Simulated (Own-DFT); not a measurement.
# Computed records: GaN (wurtzite, strained, atoms displaced), SiC (3C silicon carbide, atoms displaced)

All values are calculated (Own-DFT development build). A calculation, not a measurement: plane-wave PBE density functional theory by an unreviewed code, no spin, of a simulated periodic cell, stress positive in tension, free energy of the whole cell less one offset for each atom, forces on such cells passed a denser k mesh, this cell's mesh not checked; offsets are fitted by least squares, one for each functional and potential file, so energies compare only between cells with the same atoms and settings and are not formation energies; the far tail of each file's local potential was reset to the Coulomb form; each entry is a single point on an unrelaxed cell, so the pressure reflects the starting lattice, mostly measured values (interpolated for alloys), from which strain is counted, and rises with the displacements; printed positions are rounded, which can move forces by about a meV/angstrom; the program, named Own-DFT, is a retired in-house code; no spin-orbit coupling.

Settings shared by all entries: functional PBE.

(1) GaN (wurtzite, strained, atoms displaced)

```xyz
96
Lattice="12.7560 0.0000 0.0319 -4.7835 8.2853 -0.0120 0.0259 0.0000 10.3700" Properties=species:S:1:pos:R:3 GaN
Ga     0.1077     1.7558    10.3624
Ga     1.6179     0.9685     2.6091
N      0.0693     1.7844     2.0167
N      1.6092     0.8819     4.5181
Ga    -0.0132     1.7531     5.3085
Ga     1.5739     0.9552     7.7719
N      0.0312     1.9189     7.1935
N      1.5315     0.8971     9.7963
Ga    -1.5563     4.6369    10.3025
Ga     0.0263     3.6519     2.5665
N     -1.5941     4.6232     1.9509
N     -0.0124     3.6847     4.4230
Ga    -1.6637     4.6337     5.1129
Ga    -0.0077     3.6613     7.7507
N     -1.5142     4.6485     7.1084
N      0.0273     3.7703     9.7969
Ga    -3.2130     7.3172    10.3103
Ga    -1.6285     6.3827     2.5897
N     -3.1540     7.3056     1.8301
N     -1.6009     6.5395     4.5860
Ga    -3.1648     7.3334     5.1317
Ga    -1.6242     6.4285     7.8112
N     -3.2279     7.4023     7.1239
N     -1.6319     6.4229     9.8043
Ga     3.2156     1.8947    10.3353
Ga     4.7766     0.8407     2.6096
N      3.2186     1.8130     1.9262
N      4.7807     0.8953     4.5486
Ga     3.1679     1.8421     5.2783
Ga     4.8898     0.8152     7.8521
N      3.1262     1.8325     7.0721
N      4.7535     0.7516     9.7230
Ga     1.6203     4.5399    10.3485
Ga     3.1066     3.6538     2.5737
N      1.4720     4.5494     1.9537
N      3.3156     3.6973     4.6011
Ga     1.5087     4.5688     5.1499
Ga     3.2856     3.6638     7.6846
N      1.6381     4.6190     7.1728
N      3.2090     3.6807     9.7231
Ga    -0.0340     7.3062    10.2857
Ga     1.6394     6.4148     2.6315
N      0.0202     7.3672     1.9654
N      1.6469     6.4300     4.5238
Ga    -0.0417     7.4019     5.2000
Ga     1.6638     6.4805     7.7769
N     -0.0368     7.3435     7.1367
N      1.6870     6.4787     9.6827
Ga     6.3708     1.8095     0.0889
Ga     7.9832     0.9343     2.6249
N      6.4031     1.8693     1.9830
N      8.0795     0.9291     4.5811
Ga     6.3878     1.8646     5.1521
Ga     7.9564     0.9152     7.7994
N      6.4009     1.9112     7.1702
N      7.9853     0.8602     9.7753
Ga     4.7875     4.6279    10.3453
Ga     6.4536     3.6350     2.5698
N      4.7636     4.5852     1.9236
N      6.4579     3.7755     4.6605
Ga     4.7479     4.6163     5.2483
Ga     6.3609     3.7278     7.8599
N      4.8712     4.6747     7.1297
N      6.4752     3.6304     9.6994
Ga     3.2153     7.3914    10.3755
Ga     4.7171     6.4572     2.5091
N      3.1077     7.4012     1.9325
N      4.8916     6.4903     4.5230
Ga     3.2453     7.3946     5.2014
Ga     4.6793     6.4579     7.7420
N      3.2767     7.3401     7.1403
N      4.7993     6.5288     9.5521
Ga     9.6199     1.8460     0.1031
Ga    11.1217     0.9027     2.6839
N      9.6100     1.8714     1.9741
N     11.2217     0.9081     4.6525
Ga     9.4101     1.8106     5.1191
Ga    11.2945     0.9254     7.8305
N      9.6277     1.7872     7.1211
N     11.1390     0.8729     9.7506
Ga     8.0396     4.6343    10.3547
Ga     9.5660     3.6655     2.6890
N      7.8747     4.6004     1.8910
N      9.4708     3.6993     4.5245
Ga     8.0173     4.5661     5.2309
Ga     9.5163     3.7570     7.7949
N      7.9522     4.5720     7.1067
N      9.6862     3.6983     9.8110
Ga     6.3932     7.3508    10.3310
Ga     7.9990     6.5254     2.6788
N      6.3861     7.4083     1.9520
N      7.9920     6.4901     4.5978
Ga     6.4413     7.4359     5.2066
Ga     8.0322     6.4360     7.7905
N      6.4266     7.3890     7.1331
N      7.9349     6.4432     9.7716
```

It was run with potential files PseudoDojo norm-conserving, scalar-relativistic, standard set with the stringent files for Ga, wave cutoff 96 hartree, occupations Gaussian, smearing width 0.01 eV and k mesh 3 x 4 x 3 centred on Gamma.

Results for GaN (wurtzite, strained, atoms displaced): free energy of cell above offsets -3.508 eV; pressure 7.37 GPa; stress xx -7.11 GPa; stress yy -7.17 GPa; stress zz -7.84 GPa; stress yz -0.44 GPa; stress xz -0.03 GPa; stress xy -0.61 GPa.

Force:
| element | x (eV/Å) | y (eV/Å) | z (eV/Å) |
| --- | --- | --- | --- |
| Ga | -3.52 | 2.149 | 1.67 |
| Ga | 0.59 | -1.603 | -0.433 |
| N | -1.704 | 0.554 | -1.177 |
| N | -0.042 | 0.77 | 1.086 |
| Ga | 0.753 | 1.33 | -2.067 |
| Ga | 0.65 | -0.553 | 0.78 |
| N | 0.22 | -1.155 | -0.397 |
| N | 3.192 | -0.766 | -2.147 |
| Ga | 0.209 | -0.667 | 1.896 |
| Ga | -2.133 | -0.848 | -0.589 |
| N | -0.25 | -1.277 | 0.039 |
| N | -0.728 | -0.543 | 2.593 |
| Ga | 1.1 | -0.319 | 0.395 |
| Ga | 0.829 | 2.111 | 1.286 |
| N | -1.471 | -0.469 | -0.314 |
| N | -0.138 | -2.094 | -1.459 |
| Ga | -0.175 | 0.549 | 0.642 |
| Ga | 0.735 | 1.3 | -0.262 |
| N | -0.486 | 0.824 | 1.94 |
| N | 0.386 | -1.913 | -1.123 |
| Ga | -0.864 | 1.073 | 0.948 |
| Ga | 0.116 | 0.54 | -0.314 |
| N | 1.074 | -0.142 | 0.121 |
| N | 0.226 | 0.453 | -1.946 |
| Ga | -0.03 | -1.637 | 0.396 |
| Ga | 0.016 | 0.961 | -0.134 |
| N | 0.024 | 0.367 | 0.07 |
| N | 0.369 | 0.879 | 0.278 |
| Ga | 0.36 | -0.104 | -2.982 |
| Ga | -0.732 | 1.405 | -1.335 |
| N | 1.258 | -0.205 | 2.959 |
| N | 0.236 | 3.189 | 0.496 |
| Ga | 0.255 | 1.669 | 0.169 |
| Ga | 1.224 | 0.237 | 0.491 |
| N | 2.838 | 1.36 | -0.681 |
| N | -2.773 | -0.986 | -1.119 |
| Ga | 1.387 | 0.434 | 0.671 |
| Ga | -0.905 | 0.413 | 0.664 |
| N | -0.234 | -0.315 | -0.753 |
| N | 0.538 | -0.047 | -0.93 |
| Ga | 1.275 | -1.119 | 2.021 |
| Ga | -1.419 | -0.063 | -0.827 |
| N | -0.164 | -1.262 | -0.6 |
| N | -0.418 | 0.476 | 1.128 |
| Ga | 1.297 | -0.604 | -0.092 |
| Ga | -0.72 | -0.812 | -0.477 |
| N | 0.808 | -0.224 | 0.184 |
| N | -1.132 | -0.929 | 0.79 |
| Ga | 0.087 | -0.298 | -1.397 |
| Ga | 0.066 | -0.13 | -0.537 |
| N | -0.418 | -1.339 | 0.51 |
| N | -5.109 | -2.253 | -2.083 |
| Ga | -0.37 | 0.421 | 0.681 |
| Ga | 1.236 | 0.604 | 0.256 |
| N | -0.468 | -1.223 | -0.432 |
| N | 0.186 | 1.896 | -0.136 |
| Ga | 0.76 | 0.296 | -0.147 |
| Ga | -1.65 | 1.579 | 1.342 |
| N | -0.283 | 0.036 | 0.105 |
| N | -1.635 | -1.712 | -1.8 |
| Ga | 2.181 | 1.328 | -1.211 |
| Ga | 0.544 | -0.347 | -1.437 |
| N | -0.946 | -0.945 | 0.685 |
| N | -0.996 | 0.318 | 1.579 |
| Ga | 0.143 | -0.77 | -0.285 |
| Ga | 1.198 | -0.273 | 1.097 |
| N | 1.086 | -0.104 | 0.21 |
| N | -1.29 | -0.303 | -0.06 |
| Ga | 0.225 | -1.262 | -0.511 |
| Ga | 3.739 | -0.249 | -0.557 |
| N | -3.037 | 1.94 | -1.324 |
| N | -0.062 | -1.225 | 3.605 |
| Ga | -0.611 | -0.051 | -1.763 |
| Ga | 1.414 | 0.243 | -0.187 |
| N | -0.611 | -0.454 | 1.302 |
| N | -1.502 | 1.406 | -1.233 |
| Ga | 5.995 | 2.592 | 3.274 |
| Ga | -2.398 | -0.54 | -0.278 |
| N | -0.602 | 1.04 | 0.284 |
| N | 1.198 | 1.069 | 0.3 |
| Ga | -0.169 | -0.813 | 0.488 |
| Ga | -0.252 | 1.21 | -2.701 |
| N | 2.01 | 0.767 | 1.106 |
| N | 1.881 | -0.706 | 1.023 |
| Ga | -1.036 | 1.991 | -0.177 |
| Ga | 1.427 | -1.875 | 0.136 |
| N | 0.432 | 0.855 | 1.413 |
| N | -1.637 | -0.474 | -1.255 |
| Ga | -0.715 | 0.156 | 0.65 |
| Ga | -0.426 | -0.944 | -1.316 |
| N | -0.554 | -0.581 | -0.208 |
| N | 0.386 | -0.992 | -0.269 |
| Ga | -0.633 | -1.528 | 0.566 |
| Ga | -1.645 | -0.008 | -0.215 |
| N | 0.006 | -0.377 | 0.58 |
| N | 0.924 | -0.36 | -1.227 |

(2) SiC (3C silicon carbide, atoms displaced)

```xyz
64
Lattice="8.7192 0.0000 0.0000 0.0000 8.7192 0.0000 0.0000 0.0000 8.7192" Properties=species:S:1:pos:R:3 SiC
Si     8.6897     8.7181     8.7107
Si     8.6867     2.1326     2.1770
Si     2.1738     8.6481     2.1711
Si     2.1921     2.1660     0.0296
C      1.0564     1.0781     1.1023
C      1.1195     3.2982     3.2587
C      3.2442     1.0291     3.2994
C      3.2786     3.2631     1.1190
Si     8.7175     8.6990     4.4049
Si     8.7059     2.2151     6.4749
Si     2.1809     0.0191     6.5508
Si     2.1257     2.1919     4.3580
C      1.0843     1.0410     5.4846
C      1.0694     3.2835     7.6456
C      3.2764     1.0766     7.6552
C      3.2689     3.2753     5.4561
Si     8.6863     4.3414     0.0131
Si     8.6965     6.4958     2.1694
Si     2.2066     4.3540     2.2510
Si     2.1479     6.5602     0.0276
C      1.1048     5.4619     1.1220
C      1.0945     7.6682     3.2708
C      3.2481     5.4466     3.2604
C      3.2498     7.6275     1.1478
Si     8.7069     4.3868     4.3904
Si     8.7138     6.5469     6.5115
Si     2.1686     4.3663     6.5452
Si     2.2004     6.4866     4.3642
C      1.0751     5.4572     5.4381
C      1.0357     7.6295     7.6135
C      3.3083     5.4496     7.6479
C      3.2541     7.6675     5.4547
Si     4.3491     0.0244     8.7089
Si     4.3996     2.1617     2.1551
Si     6.5362     8.7054     2.2419
Si     6.5240     2.1640     8.6927
C      5.4696     1.1157     1.1226
C      5.4919     3.2675     3.2252
C      7.6678     1.0806     3.2881
C      7.6567     3.2795     1.0255
Si     4.3704     8.7094     4.3714
Si     4.4026     2.1905     6.5405
Si     6.5613     8.7040     6.5721
Si     6.5528     2.2168     4.3608
C      5.4320     1.1120     5.5171
C      5.4791     3.3056     7.6554
C      7.6806     1.0833     7.6474
C      7.6239     3.2420     5.4725
Si     4.3129     4.3898     8.7029
Si     4.3162     6.5333     2.1378
Si     6.5933     4.3206     2.1700
Si     6.5584     6.5300     8.6907
C      5.3864     5.4144     1.1005
C      5.3883     7.5932     3.2803
C      7.6342     5.4647     3.2231
C      7.6281     7.6337     1.0284
Si     4.3318     4.3782     4.3624
Si     4.3101     6.5371     6.5717
Si     6.5509     4.2951     6.5875
Si     6.5334     6.5301     4.4078
C      5.4486     5.4510     5.4161
C      5.4079     7.5749     7.5915
C      7.6698     5.4677     7.6291
C      7.6666     7.6125     5.4365
```

Here we set potential files PseudoDojo norm-conserving, scalar-relativistic, standard set, wave cutoff 42 hartree, occupations Fermi-Dirac, smearing width 0.1 eV and k mesh 4 x 4 x 4 centred on Gamma.

It finds free energy of cell above offsets -9.374 eV; pressure 3.86 GPa; stress xx -3.86 GPa; stress yy -3.9 GPa; stress zz -3.83 GPa; stress yz 0.55 GPa; stress xz 0.48 GPa; stress xy -0.13 GPa.

Force:
| element | x (eV/Å) | y (eV/Å) | z (eV/Å) |
| --- | --- | --- | --- |
| Si | 0.964 | 0.058 | 0.298 |
| Si | 1.084 | 1.222 | -0.315 |
| Si | -0.532 | 2.012 | 0.831 |
| Si | -0.747 | 0.307 | -0.025 |
| C | 0.763 | -0.472 | -0.259 |
| C | -1.747 | -0.803 | 0.738 |
| C | 0.45 | 1.301 | -0.683 |
| C | -0.151 | 0.119 | -0.404 |
| Si | 0.825 | 0.195 | -1.088 |
| Si | 1.115 | -1.392 | 2.059 |
| Si | -0.143 | -0.637 | 0.312 |
| Si | 1.185 | -0.986 | 0.105 |
| C | -0.286 | 1.56 | -0.564 |
| C | 0.465 | -0.335 | -0.515 |
| C | -0.066 | 0.82 | -0.467 |
| C | -0.158 | -0.173 | 0.019 |
| Si | 1.755 | 1.112 | -0.451 |
| Si | 0.848 | 1.779 | -0.161 |
| Si | -0.512 | 0.022 | -1.953 |
| Si | 0.153 | -0.272 | -0.465 |
| C | -0.152 | -0.957 | -0.319 |
| C | -0.708 | -1.832 | 0.423 |
| C | 0.813 | 0.13 | 0.5 |
| C | 0.38 | 0.045 | -2.153 |
| Si | 0.091 | -0.455 | -1.104 |
| Si | 0.414 | -0.305 | 0.642 |
| Si | 0.073 | -0.102 | 0.372 |
| Si | -0.675 | 1.911 | -0.175 |
| C | 0.368 | -0.183 | 0.516 |
| C | 1.204 | 0.089 | 0.266 |
| C | -2.084 | 0.388 | -0.417 |
| C | 0.042 | -1.265 | 0.307 |
| Si | 0.575 | -0.979 | 0.815 |
| Si | -1.257 | 0.181 | 1.257 |
| Si | 0.016 | -0.372 | -1.054 |
| Si | 0.77 | 0.117 | 0.561 |
| C | 0.228 | -1.152 | -0.972 |
| C | -0.64 | -0.023 | 1.072 |
| C | -1.063 | -0.053 | 0.664 |
| C | -0.973 | -1.198 | 1.476 |
| Si | -0.528 | 0.396 | 0.29 |
| Si | -1.228 | 0.446 | 0.696 |
| Si | -0.326 | 0.095 | -0.313 |
| Si | -0.625 | -1.089 | -0.039 |
| C | 1.321 | -0.737 | -1.531 |
| C | -1.195 | -0.972 | 0.008 |
| C | -1.386 | 0.59 | -0.952 |
| C | -0.128 | 1.201 | -0.907 |
| Si | 0.988 | -1.137 | 1.095 |
| Si | 0.829 | -0.469 | 1.048 |
| Si | -1.151 | 0.862 | -0.621 |
| Si | -1.158 | -0.246 | 0.522 |
| C | 1.553 | 0.56 | -0.297 |
| C | 1.25 | 0.304 | 0.104 |
| C | -0.53 | -0.645 | 1.526 |
| C | -0.619 | -0.323 | 1.59 |
| Si | 0.935 | -0.522 | -0.532 |
| Si | 0.633 | 0.01 | -1.556 |
| Si | 0.062 | 2.098 | -0.971 |
| Si | -0.069 | 0.076 | -1.511 |
| C | -0.196 | -0.65 | 1.536 |
| C | 0.972 | 1.255 | 1.092 |
| C | -0.752 | -0.727 | -0.38 |
| C | -1.344 | 0.202 | 0.411 |
